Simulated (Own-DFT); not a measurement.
# Response to strain: wurtzite AlN, 72 atoms (Al36N36)

These are calculations, not measurements. The program, named Own-DFT, is a retired in-house plane-wave density functional code that no person has reviewed. Each row is one single-point run on a periodic cell that was not relaxed, without spin or spin-orbit coupling.

Settings of every run: PBE; PseudoDojo norm-conserving scalar-relativistic files; cutoff 42 hartree; 4 x 4 x 3 k mesh centred on Gamma; Gaussian smearing of 0.01 eV.

Known limits: k mesh not checked against a denser one; stress not checked against mesh or cutoff.

Unstrained cell vectors in Å: (9.336, 0.000, 0.000); (-4.668, 8.085, 0.000); (0.000, 0.000, 9.964). The unstrained cell has measured lattice constants (interpolated for alloys), not those of this functional. That, the random moves and any unrelaxed bonds set the pressure at no strain. Each run strains this cell uniformly, with the atoms carried along. Every atom was also moved at random, by a Gaussian of width 0.05 Å on each axis. Strain is the symmetric tensor, in per cent. Stress is positive in tension, and the pressure is minus a third of its trace.

```
run  e_xx (%)  e_yy (%)  e_zz (%)  s_xx (GPa)  s_yy (GPa)  s_zz (GPa)  P (GPa)  E (meV/atom)
  1      0.00      0.00      1.00       -5.82       -4.82       -0.57     3.74           8.2
  2      0.00      0.00      1.25       -4.05       -7.40        0.77     3.56          17.4
  3      0.00      0.00      3.00       -4.95       -2.02        6.86     0.04           5.8
  4      0.00      0.00     -1.75       -6.88       -6.28      -14.58     9.25           8.7
  5      0.00      0.00      0.75       -5.24       -6.56       -1.66     4.49          14.7
  6      0.00      0.00     -1.00       -4.66       -6.95      -10.52     7.38           0.0
  7      0.00      0.00     -0.25       -6.92       -5.52       -7.59     6.68          26.1
  8      0.00      0.00      1.75       -4.84       -4.99        2.14     2.56          15.4
  9      0.00      0.00      2.25           ?           ?           ?        ?             ?
```

E is the free energy for each atom above the lowest run shown.

## Worked fit

The change of volume is close to e_xx + e_yy + e_zz. A straight line through the runs shown gives P = 5.84 - 191 x (fractional change of volume) GPa, with an error of 6 on the slope and a scatter of 0.24 GPa. The strain isn't the same on all axes and the cell isn't cubic, so the slope belongs to this path and is not the bulk modulus.

## Withheld run

Question: what pressure should run 9 give? Its volume changes by 2.25 %.

The line gives 1.6 GPa. The calculation gave 1.38 GPa.
